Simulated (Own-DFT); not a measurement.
# Strain and stress in fcc Cu, 16 atoms (Cu16)

These are calculations, not measurements. The program, named Own-DFT, is a retired in-house plane-wave density functional code that no person has reviewed. Each row is one single-point run on a periodic cell that was not relaxed, without spin or spin-orbit coupling.

Settings of every run: PBE; PseudoDojo norm-conserving scalar-relativistic files; cutoff 50 hartree; 7 x 7 x 5 k mesh centred on Gamma; cold (Marzari-Vanderbilt) smearing of 0.2 eV.

Known limits: forces on such cells failed a check on a denser k mesh; stress not checked against mesh or cutoff.

Unstrained cell vectors in Å: (3.615, 3.615, 0.000); (-3.615, 3.615, 0.000); (0.000, 0.000, 7.230). The unstrained cell has measured lattice constants (interpolated for alloys), not those of this functional. That, the random moves and any unrelaxed bonds set the pressure at no strain. Each run strains this cell uniformly, with the atoms carried along. Every atom was also moved at random, by a Gaussian of width 0.05 Å on each axis. Strain is the symmetric tensor, in per cent. Stress is positive in tension, and the pressure is minus a third of its trace.

```
run  e_xx (%)  e_yy (%)  e_zz (%)  e_yz (%)  e_xz (%)  e_xy (%)  s_xx (GPa)  s_yy (GPa)  s_zz (GPa)  s_yz (GPa)  s_xz (GPa)  s_xy (GPa)  P (GPa)  E (meV/atom)
  1      0.10      0.15      0.90     -1.49      0.51     -1.04       -1.68       -1.60       -1.72       -2.61        1.25       -2.00     1.67          18.5
  2     -0.77      1.92     -1.61      0.55      1.25      0.64       -4.96       -2.33       -4.33        0.75        2.92        0.84     3.87          13.1
  3     -0.53     -0.29      1.48     -0.97     -0.18     -1.44       -2.08       -2.13       -0.85       -1.99       -0.11       -2.53     1.69           3.9
  4     -0.37     -0.72      0.66     -1.93     -1.09      1.22       -3.98       -4.72       -3.72       -4.02       -1.80        2.41     4.14          21.8
  5      1.93     -0.86     -0.35     -0.05     -0.21     -1.79       -0.42       -2.52       -1.45       -0.06       -0.31       -3.06     1.46           0.0
  6     -1.14      1.00      1.44     -1.10      0.94     -0.37       -2.45       -1.19       -0.93       -1.68        2.01       -0.47     1.52          17.8
  7      1.24     -1.79      0.85      1.34      0.17     -1.55       -2.04       -4.89       -2.77        2.98        0.14       -2.72     3.23          24.1
  8      1.22     -1.57      0.24     -1.58     -1.46     -0.37       -2.68       -4.86       -3.39       -2.96       -1.86       -0.65     3.64          19.4
  9      0.50     -1.39      1.99      1.55     -0.35     -0.50       -1.42       -2.99       -0.73        3.10       -0.50       -0.53     1.72          16.5
 10     -0.25     -0.40     -0.56      0.81     -0.11      1.87       -5.26       -5.24       -4.80        1.59       -0.52        3.33     5.10          16.7
 11     -0.49      0.76     -1.65      1.91     -1.16     -1.71       -5.92       -5.26       -6.15        3.21       -2.59       -2.81     5.78          23.7
 12      0.84      0.78     -0.21      0.17      0.67      1.79       -0.91       -0.56       -0.68        0.46        1.19        2.52     0.71           4.4
 13     -1.33      0.94     -1.21     -1.39     -0.51     -0.02       -6.92       -5.09       -5.84       -2.45       -0.72       -0.14     5.95          22.0
 14     -1.29      1.63     -0.63     -1.20      0.00      0.63       -4.48       -2.40       -3.82       -1.95        0.40        0.98     3.56          11.8
 15      0.33     -1.11     -1.27     -1.47      0.28     -1.56       -6.02       -7.85       -7.45       -3.97        0.68       -2.88     7.11          32.9
 16     -1.19     -1.86      1.72      1.66      0.48      0.06           ?           ?           ?           ?           ?           ?        ?             ?
```

E is the free energy for each atom above the lowest run shown.

## Worked fit

Each stress component was fitted by least squares to a constant and the strains of the runs shown, as fractions, with shears doubled. Shear strains stay in the fit of a normal stress only where such slopes are resolved. The slopes, in GPa:

```
stress  at no strain  per e_xx  per e_yy  per e_zz  scatter
  s_xx          -3.3  216 ± 12  137 ± 11   151 ± 8     0.29
  s_yy          -3.4  164 ± 15  244 ± 13   153 ± 9     0.36
  s_zz          -3.1  170 ± 19  170 ± 18  195 ± 12     0.48
```

Each shear stress against twice its own strain: yz 98 ± 4, xz 92 ± 7, xy 86 ± 2 GPa. These are stiffnesses along x, y and z of the frame in which the cell vectors are given, which need not be the crystal's axes. The atoms are held to the strained lattice; where symmetry lets them move under strain, relaxing them would lower some slopes. The table should be nearly symmetric about its diagonal, and what it lacks of that shows the noise. A ninth of its sum, 178 ± 8 GPa, estimates the bulk modulus near the mean pressure of these runs, 3.4 GPa, so it lies above the value at zero pressure.

## Withheld run

Question: what normal stresses and pressure should run 16 give?

The fit gives s_xx = -5.8, s_yy = -7.3, s_zz = -5.0 and P = 6.0 GPa. The calculation gave -5.39, -6.17, -3.52 and P = 5.03 GPa.
